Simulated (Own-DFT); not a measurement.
## Calculated data, GaP (zincblende, strained, atoms displaced)

Computed with Own-DFT development build. A calculation, not a measurement: plane-wave PBE density functional theory by an unreviewed code, no spin, of a simulated periodic cell, stress positive in tension, free energy of the whole cell less one offset for each atom, forces on such cells passed a denser k mesh, this cell's mesh not checked; offsets are fitted by least squares, one for each functional and potential file, so energies compare only between cells with the same atoms and settings and are not formation energies; the far tail of each file's local potential was reset to the Coulomb form; each entry is a single point on an unrelaxed cell, so the pressure reflects the starting lattice, mostly measured values (interpolated for alloys), from which strain is counted, and rises with the displacements; printed positions are rounded, which can move forces by about a meV/angstrom; the program, named Own-DFT, is a retired in-house code; no spin-orbit coupling.

Common to all runs: functional PBE; potential files PseudoDojo norm-conserving, scalar-relativistic, standard set; wave cutoff 42 hartree; occupations Fermi-Dirac; smearing width 0.1 eV; hardware one NVIDIA H100; k mesh 3 x 3 x 3 centred on Gamma.

(1) GaP (zincblende, strained, atoms displaced)

```
GaP
1.0
     10.8620     0.0000     0.0000
      0.0000    10.8620     0.0000
      0.0000     0.0000    10.9361
Ga P Ga P Ga P Ga P Ga P Ga P Ga P Ga P
4 4 4 4 4 4 4 4 4 4 4 4 4 4 4 4
Direct
  0.99940 0.00382 0.00134
  0.00504 0.25029 0.25018
  0.25248 0.00323 0.25473
  0.24863 0.24902 0.99795
  0.13124 0.12356 0.12243
  0.12301 0.37753 0.37626
  0.37525 0.12621 0.37370
  0.36676 0.37638 0.12707
  0.00407 0.00226 0.49822
  0.00447 0.25133 0.74673
  0.25358 0.00266 0.74694
  0.24651 0.24605 0.49561
  0.12565 0.12777 0.62955
  0.12717 0.37366 0.87305
  0.37198 0.12437 0.87289
  0.37346 0.37558 0.62287
  0.99989 0.49783 0.99784
  0.99607 0.74718 0.25481
  0.25611 0.50073 0.24865
  0.25227 0.75323 0.00350
  0.12753 0.62888 0.12483
  0.12484 0.87163 0.37574
  0.37619 0.62390 0.37334
  0.37580 0.87518 0.12518
  0.99403 0.50191 0.49958
  0.00347 0.74838 0.75219
  0.24941 0.49875 0.75262
  0.24586 0.74612 0.50163
  0.12317 0.62639 0.63085
  0.12320 0.87936 0.87378
  0.37662 0.62103 0.87563
  0.37355 0.87896 0.62452
  0.50050 0.99553 0.99780
  0.50379 0.25250 0.24903
  0.74793 0.00173 0.24832
  0.75551 0.25311 0.99760
  0.62326 0.12941 0.12618
  0.62498 0.36966 0.38142
  0.87307 0.12478 0.37449
  0.87328 0.37924 0.12106
  0.49752 0.00026 0.49666
  0.50075 0.25466 0.74712
  0.74712 0.99746 0.74559
  0.74775 0.25515 0.49985
  0.62602 0.12028 0.62219
  0.62482 0.37453 0.87109
  0.87666 0.12792 0.87106
  0.87915 0.37746 0.62368
  0.50472 0.50207 0.99483
  0.49935 0.74925 0.25141
  0.75229 0.49888 0.24530
  0.74901 0.74953 0.99824
  0.62711 0.63043 0.12478
  0.62264 0.87237 0.37008
  0.87545 0.62384 0.37793
  0.87694 0.87222 0.12360
  0.50140 0.50403 0.49627
  0.49796 0.75025 0.74857
  0.75431 0.49980 0.74915
  0.75016 0.75005 0.50077
  0.62590 0.62420 0.62804
  0.62660 0.87779 0.87149
  0.87568 0.62303 0.87290
  0.87487 0.87667 0.62725
```

The calculation gives: free energy of cell above offsets -35.033 eV; pressure 3.2 GPa; stress xx -3.35 GPa; stress yy -3.38 GPa; stress zz -2.88 GPa; stress yz -0.19 GPa; stress xz -0.01 GPa; stress xy 0.22 GPa; wall time 521.9 s.

Force:
```tsv
element	x (eV/Å)	y (eV/Å)	z (eV/Å)
Ga	-0.026	-0.2	-0.168
Ga	-0.462	-0.091	-0.308
Ga	-0.207	-0.62	-0.43
Ga	0.281	0.066	-0.026
P	-0.604	0.105	0.487
P	0.277	0.233	-0.142
P	0.269	0.238	0.047
P	1.54	-0.39	-0.798
Ga	-0.375	-0.078	0.344
Ga	-0.464	0.212	0.347
Ga	-0.559	-0.234	0.363
Ga	0.141	0.483	0.431
P	0.172	-0.461	-0.893
P	-0.34	0.07	0.302
P	0.814	0.309	0.214
P	-0.062	0.116	-0.346
Ga	0.441	0.466	0.067
Ga	0.421	0.169	-0.531
Ga	-1.132	0.292	0.336
Ga	-0.245	-0.076	-0.708
P	-0.41	-0.502	0.193
P	0.086	0.346	-0.124
P	-0.187	0.335	0.302
P	0.106	0.195	0.376
Ga	0.978	0.029	0.243
Ga	-0.547	0.592	0.133
Ga	0.258	0.056	-0.359
Ga	0.428	0.215	0.101
P	0.165	-0.647	-0.643
P	0.501	-0.19	0.179
P	-0.328	0.792	-0.065
P	0.089	-0.685	-0.363
Ga	-0.071	0.677	0.13
Ga	-0.719	0.177	0.032
Ga	0.168	-0.254	-0.144
Ga	-0.62	-0.311	-0.094
P	0.351	-0.377	-0.769
P	-0.168	1.231	-1.174
P	0.27	0.274	-0.009
P	0.702	-0.631	0.426
Ga	0.271	-0.206	-0.013
Ga	-0.226	-0.734	-0.145
Ga	0.488	0.475	0.32
Ga	0.772	-0.966	0.608
P	-0.302	0.759	-0.01
P	0.464	0.055	0.265
P	-0.184	-0.276	0.012
P	-0.514	-0.47	0.185
Ga	-0.223	-0.334	0.807
Ga	-0.17	0.026	-0.414
Ga	-0.503	0.16	0.693
Ga	0.356	0.25	-0.27
P	-0.32	-0.704	0.045
P	0.337	0.35	0.629
P	-0.66	0.049	-0.403
P	-0.287	0.369	0.166
Ga	-0.036	-0.369	0.61
Ga	-0.01	0.055	0.13
Ga	-0.292	-0.132	-0.025
Ga	-0.167	0.218	0.112
P	-0.027	0.129	-0.396
P	-0.214	-0.582	0.268
P	0.043	0.273	0.31
P	0.472	-0.328	-0.446
```

(2) GaP (zincblende, strained, atoms displaced)

```
GaP
1.0
     10.8620     0.0000     0.0000
      0.0000    10.8620     0.0000
      0.0000     0.0000    10.9361
Ga P Ga P Ga P Ga P Ga P Ga P Ga P Ga P
4 4 4 4 4 4 4 4 4 4 4 4 4 4 4 4
Direct
  0.00109 0.99971 0.99583
  0.99951 0.24971 0.24997
  0.25100 0.99914 0.25111
  0.24953 0.25380 0.99757
  0.12576 0.12254 0.12429
  0.12627 0.37376 0.37598
  0.37594 0.12454 0.37179
  0.37741 0.37593 0.11885
  0.99944 0.99851 0.49752
  0.00119 0.25320 0.75114
  0.24981 0.00422 0.75047
  0.25228 0.24948 0.50237
  0.12275 0.12430 0.62224
  0.12565 0.37655 0.87233
  0.37704 0.12474 0.87802
  0.37272 0.37317 0.62768
  0.00162 0.50281 0.99824
  0.00378 0.75216 0.25086
  0.24594 0.50200 0.25285
  0.24552 0.74856 0.00370
  0.12643 0.62243 0.12771
  0.12422 0.87689 0.37235
  0.37070 0.62921 0.37265
  0.37843 0.86922 0.12409
  0.99877 0.49732 0.50283
  0.00260 0.75577 0.74681
  0.24915 0.50096 0.75177
  0.25233 0.75121 0.50070
  0.12840 0.62600 0.62695
  0.12430 0.87457 0.87484
  0.37401 0.62286 0.87125
  0.37512 0.87692 0.62230
  0.49937 0.00235 0.99799
  0.49879 0.25290 0.24922
  0.75016 0.00176 0.25028
  0.75000 0.25149 0.99613
  0.62615 0.12245 0.12321
  0.62333 0.37426 0.37424
  0.87350 0.12550 0.37512
  0.87799 0.37751 0.12535
  0.50009 0.99936 0.49915
  0.50247 0.24997 0.75069
  0.75162 0.99901 0.74638
  0.75367 0.24857 0.50253
  0.62034 0.12180 0.62689
  0.62113 0.37547 0.87672
  0.87181 0.12963 0.87220
  0.87351 0.36841 0.62531
  0.50447 0.50110 0.99599
  0.50203 0.74970 0.24751
  0.75050 0.50246 0.24478
  0.74513 0.74662 0.99702
  0.62310 0.62432 0.12545
  0.62651 0.87890 0.37583
  0.87360 0.62546 0.37528
  0.87219 0.87680 0.11960
  0.50613 0.50022 0.49858
  0.50265 0.74906 0.74786
  0.75150 0.49539 0.74848
  0.74976 0.75045 0.49881
  0.62300 0.62565 0.62619
  0.62423 0.87069 0.87703
  0.87658 0.62391 0.86892
  0.87895 0.87224 0.62087
```

Results for GaP (zincblende, strained, atoms displaced): free energy of cell above offsets -35.313 eV; pressure 3.13 GPa; stress xx -3.27 GPa; stress yy -3.31 GPa; stress zz -2.81 GPa; stress yz -0.34 GPa; stress xz -0.35 GPa; stress xy 0 GPa; wall time 510.7 s.

Force:
```tsv
element	x (eV/Å)	y (eV/Å)	z (eV/Å)
Ga	-0.405	0.322	0.157
Ga	0.205	-0.085	-0.027
Ga	0.233	-0.145	-0.46
Ga	-0.019	-0.421	0.246
P	-0.012	0.332	-0.132
P	-0.197	-0.069	0.138
P	-0.027	0.153	0.355
P	-0.341	0.394	0.648
Ga	0.02	0.201	-0.102
Ga	0.035	-0.505	-0.147
Ga	0.096	-0.271	-0.069
Ga	-0.051	-0.181	-0.317
P	0.051	0.135	0.299
P	-0.152	0.027	0.324
P	-0.366	0.335	-0.483
P	0.543	0.369	-0.218
Ga	-0.117	-0.081	-0.001
Ga	-0.734	-0.101	-0.403
Ga	0.707	-0.551	-0.254
Ga	0.544	-0.109	-0.431
P	-0.504	0.278	-0.251
P	0.335	-0.154	0.475
P	0.795	-0.474	0.236
P	-0.42	0.787	-0.149
Ga	0.096	0.267	-0.122
Ga	-0.011	-0.639	0.173
Ga	0.18	-0.156	-0.339
Ga	-0.386	0.13	-0.122
P	-0.407	-0.059	-0.335
P	0.373	0.155	-0.048
P	0.141	0.538	0.535
P	0.022	-0.042	0.505
Ga	0.147	-0.627	0.358
Ga	0.068	-0.332	-0.394
Ga	0.111	-0.164	-0.27
Ga	-0.073	0.086	0.642
P	-0.099	0.581	0.128
P	0.741	0.003	-0.071
P	0.222	-0.039	-0.061
P	-0.23	-0.253	-0.397
Ga	-0.226	0.176	-0.17
Ga	-0.489	-0.064	0.037
Ga	-0.113	-0.287	0.271
Ga	-0.946	-0.309	-0.326
P	0.614	0.292	-0.295
P	0.773	-0.112	-0.505
P	0.494	-0.53	-0.049
P	0.31	0.724	0.066
Ga	-0.746	0.3	0.286
Ga	-0.041	0.096	0.591
Ga	-0.012	-0.285	0.566
Ga	0.665	-0.123	0.19
P	0.201	-0.026	-0.268
P	-0.096	-0.496	-0.229
P	0.287	-0.099	-0.11
P	0.242	-0.392	0.377
Ga	-1.05	0.079	0.052
Ga	-0.631	0.265	0.196
Ga	-0.3	0.197	0.046
Ga	-0.147	-0.131	0.055
P	0.701	-0.242	-0.245
P	-0.011	0.677	-0.598
P	-0.082	0.256	0.293
P	-0.508	0.395	0.154
```

(3) GaP (zincblende, strained, atoms displaced)

```
GaP
1.0
     10.8620     0.0000     0.0000
      0.0000    10.8620     0.0000
      0.0000     0.0000    10.9361
Ga P Ga P Ga P Ga P Ga P Ga P Ga P Ga P
4 4 4 4 4 4 4 4 4 4 4 4 4 4 4 4
Direct
  0.00042 0.00011 0.00335
  0.00196 0.25247 0.24981
  0.25103 0.00196 0.24850
  0.24610 0.24737 0.99746
  0.12465 0.12578 0.12711
  0.12423 0.37301 0.37295
  0.37826 0.12468 0.37592
  0.37651 0.37175 0.12362
  0.00580 0.00084 0.50031
  0.99601 0.25615 0.75316
  0.24867 0.99719 0.75019
  0.24714 0.25079 0.49358
  0.11933 0.12280 0.62122
  0.12960 0.37242 0.87872
  0.37121 0.12732 0.87279
  0.37040 0.37686 0.62559
  0.00096 0.50089 0.99457
  0.99832 0.75341 0.25176
  0.25528 0.50173 0.25370
  0.25152 0.74626 0.99158
  0.12590 0.62638 0.13006
  0.12498 0.87349 0.37537
  0.37343 0.62562 0.37370
  0.37040 0.88059 0.12384
  0.99723 0.49697 0.50131
  0.00044 0.75078 0.75026
  0.24843 0.50320 0.75213
  0.24835 0.75300 0.50048
  0.12541 0.62533 0.62523
  0.12716 0.87367 0.86896
  0.37463 0.62545 0.87475
  0.37854 0.87845 0.63284
  0.50081 0.00088 0.99990
  0.49886 0.25069 0.25099
  0.74910 0.99716 0.24585
  0.74739 0.25021 0.00188
  0.62147 0.12106 0.12540
  0.62276 0.37247 0.37248
  0.87690 0.12149 0.37714
  0.87702 0.37551 0.12575
  0.50662 0.00425 0.50282
  0.50047 0.25118 0.74869
  0.75149 0.00238 0.75635
  0.75317 0.24559 0.49801
  0.62494 0.12586 0.62198
  0.62700 0.37639 0.87491
  0.87446 0.12555 0.87557
  0.87457 0.37906 0.62639
  0.49158 0.49979 0.99754
  0.49923 0.75306 0.25271
  0.75263 0.49901 0.25465
  0.74582 0.75089 0.99730
  0.62662 0.62580 0.12616
  0.62577 0.87441 0.37512
  0.87682 0.62796 0.38441
  0.87683 0.87639 0.12789
  0.49842 0.49971 0.49684
  0.49901 0.75193 0.74946
  0.74967 0.49659 0.75457
  0.74785 0.75114 0.50339
  0.62508 0.62553 0.62474
  0.62187 0.87136 0.87175
  0.87338 0.62361 0.87460
  0.87433 0.87402 0.62485
```

Results for GaP (zincblende, strained, atoms displaced): free energy of cell above offsets -35.036 eV; pressure 3.2 GPa; stress xx -3.39 GPa; stress yy -3.4 GPa; stress zz -2.83 GPa; stress yz 0 GPa; stress xz -0.27 GPa; stress xy 0.06 GPa; wall time 529.9 s.

Force:
```tsv
element	x (eV/Å)	y (eV/Å)	z (eV/Å)
Ga	0.232	-0.107	-0.432
Ga	-0.494	-0.42	0.018
Ga	-0.167	-0.008	0.481
Ga	0.569	-0.148	0.686
P	-0.017	-0.009	-0.16
P	0.042	0.714	0.089
P	-0.296	-0.078	0.018
P	-0.57	0.108	0.079
Ga	-0.848	-0.688	-0.188
Ga	0.44	-0.498	-0.331
Ga	-0.087	0.815	-0.324
Ga	0.204	-0.346	0.737
P	0.852	0.867	0.922
P	-0.635	0.573	-0.645
P	0.463	-0.311	0.051
P	0.222	-0.129	-0.232
Ga	0.15	0.051	0.811
Ga	0.099	-0.545	0.156
Ga	-0.524	-0.46	-0.608
Ga	-0.483	0.558	1.137
P	-0.042	-0.102	-0.67
P	0.239	0.489	-0.191
P	0.336	0.452	0.524
P	0.451	-0.86	-0.312
Ga	0.675	0.264	-0.027
Ga	-0.332	-0.253	-0.269
Ga	-0.002	-0.265	-0.219
Ga	0.491	-0.094	0.35
P	-0.183	-0.098	-0.064
P	-0.518	0.098	0.951
P	0.271	-0.089	-0.492
P	-0.262	-0.083	-1.296
Ga	-0.482	-0.162	-0.384
Ga	0.074	-0.32	-0.28
Ga	0.051	0.354	0.578
Ga	0.15	-0.102	0.227
P	0.356	0.562	0.038
P	0.483	0.131	0.454
P	0.023	0.078	-0.689
P	-0.172	0.085	-0.194
Ga	-0.644	-0.7	-0.345
Ga	-0.171	0.108	-0.107
Ga	-0.263	-0.388	-0.826
Ga	-0.141	0.518	0.104
P	0.6	0.279	0.949
P	-0.707	-0.305	0.313
P	0.195	0.236	0.501
P	-0.377	-0.594	-0.093
Ga	1.024	0.018	0.428
Ga	-0.152	-0.058	-0.595
Ga	0.035	0.329	-0.145
Ga	0.437	-0.091	0.409
P	-0.443	-0.226	0.002
P	-0.01	0.196	0.167
P	-0.234	-0.158	-0.851
P	-0.344	-0.39	-0.716
Ga	0.03	-0.014	0.362
Ga	0.117	-0.686	-0.149
Ga	-0.07	0.622	-0.601
Ga	0.055	0.063	-0.018
P	-0.25	-0.392	0.249
P	0.276	0.72	0.456
P	0.174	0.4	-0.001
P	0.103	0.49	0.21
```

(4) GaP (zincblende, strained, atoms displaced)

```
GaP
1.0
     10.8620     0.0000     0.0000
      0.0000    10.8620     0.0000
      0.0000     0.0000    10.9361
Ga P Ga P Ga P Ga P Ga P Ga P Ga P Ga P
4 4 4 4 4 4 4 4 4 4 4 4 4 4 4 4
Direct
  0.99921 0.99741 0.99839
  0.99668 0.25084 0.24937
  0.24973 0.99823 0.25150
  0.24905 0.25058 0.99981
  0.12780 0.12662 0.12497
  0.12150 0.37546 0.37386
  0.37443 0.12344 0.37657
  0.37310 0.37269 0.12052
  0.00094 0.99946 0.50172
  0.00150 0.25300 0.75057
  0.24993 0.99961 0.74495
  0.25051 0.25060 0.50326
  0.12026 0.12072 0.62130
  0.12961 0.37246 0.87779
  0.37723 0.12176 0.87178
  0.37308 0.37618 0.62177
  0.00389 0.50070 0.99793
  0.00154 0.75118 0.25266
  0.24766 0.49669 0.24607
  0.25343 0.74543 0.99789
  0.12303 0.62619 0.12241
  0.12639 0.87704 0.37659
  0.37155 0.62681 0.37399
  0.37356 0.87743 0.12216
  0.00068 0.50165 0.50053
  0.99833 0.75058 0.74948
  0.25293 0.49601 0.75008
  0.25248 0.74832 0.50157
  0.12576 0.62733 0.62464
  0.12062 0.87215 0.87616
  0.37269 0.62095 0.87707
  0.37523 0.87624 0.62671
  0.49734 0.99377 0.99868
  0.50074 0.24450 0.25268
  0.74975 0.99968 0.25231
  0.75470 0.25513 0.00123
  0.62218 0.12449 0.12447
  0.62332 0.37373 0.37196
  0.87602 0.12818 0.37593
  0.87989 0.37390 0.12302
  0.49743 0.99621 0.49586
  0.49900 0.24916 0.74913
  0.75042 0.99312 0.74538
  0.74984 0.24604 0.50378
  0.62654 0.12329 0.62557
  0.62792 0.37886 0.88005
  0.87817 0.12602 0.87827
  0.88147 0.37278 0.62358
  0.49996 0.50254 0.99813
  0.49896 0.75399 0.24827
  0.75353 0.50087 0.25366
  0.75246 0.74653 0.00247
  0.62233 0.62321 0.12635
  0.61894 0.87306 0.37331
  0.87477 0.62780 0.37596
  0.87475 0.87624 0.12448
  0.49790 0.50132 0.50665
  0.50138 0.75455 0.75196
  0.75069 0.49877 0.75042
  0.75087 0.74535 0.50110
  0.62514 0.62192 0.63022
  0.62326 0.87467 0.87731
  0.87472 0.62446 0.87583
  0.87993 0.87717 0.62780
```

The calculation gives: free energy of cell above offsets -35.137 eV; pressure 3.18 GPa; stress xx -3.36 GPa; stress yy -3.33 GPa; stress zz -2.86 GPa; stress yz -0.22 GPa; stress xz 0.19 GPa; stress xy -0.06 GPa; wall time 519.4 s.

Force:
```tsv
element	x (eV/Å)	y (eV/Å)	z (eV/Å)
Ga	0.294	0.407	0.405
Ga	0.55	-0.249	-0.027
Ga	-0.031	0.385	-0.249
Ga	0.482	-0.666	-0.103
P	-0.46	-0.402	0.122
P	0.368	-0.122	0.161
P	-0.232	0.148	0.021
P	0.591	0.106	0.566
Ga	-0.372	0.002	-0.735
Ga	0.192	-0.548	0.228
Ga	-0.469	0.005	0.613
Ga	-0.551	-0.272	-0.565
P	0.699	0.845	0.664
P	-0.412	0.357	-0.614
P	-0.479	0.217	0.233
P	0.286	-0.392	0.597
Ga	-0.197	-0.095	-0.042
Ga	-0.041	0.172	-0.338
Ga	0.053	0.191	0.117
Ga	-0.584	0.517	0.202
P	0.246	0.036	0.413
P	-0.044	-0.385	0.141
P	0.414	-0.401	-0.157
P	-0.271	-0.539	0.29
Ga	0.124	0.085	-0.121
Ga	0.224	-0.348	0.26
Ga	-0.51	0.342	-0.024
Ga	-0.158	0.333	-0.087
P	0.004	-0.371	0.348
P	0.863	0.114	-0.271
P	0.517	0.424	-0.755
P	0.113	-0.366	-0.313
Ga	0.289	0.877	0.044
Ga	-0.328	0.41	-0.455
Ga	-0.145	0.179	-0.131
Ga	-0.468	-0.699	0.05
P	0.44	-0.142	-0.279
P	0.195	0.178	0.825
P	-0.165	-0.623	0.047
P	-0.284	0.749	0.311
Ga	0.211	0.398	0.533
Ga	0.379	0.275	0.195
Ga	-0.068	0.821	0.894
Ga	-0.027	0.552	-0.397
P	-0.417	-0.292	-0.1
P	-0.336	-0.507	-0.685
P	-0.529	-0.124	-0.652
P	-0.806	0.374	0.138
Ga	-0.063	-0.348	0.449
Ga	-0.355	-0.546	-0.185
Ga	-0.264	-0.275	-0.488
Ga	-0.397	0.173	0.031
P	0.352	0.182	0.164
P	1.034	-0.029	0.393
P	0.298	-0.275	-0.005
P	0.003	-0.199	0.364
Ga	0.266	0.13	-1.092
Ga	-0.318	-0.594	0.081
Ga	0.393	-0.29	0.047
Ga	-0.374	0.643	0.239
P	-0.051	0.468	-0.242
P	0.74	-0.253	-0.063
P	0.149	-0.103	-0.258
P	-0.565	-0.639	-0.754
```
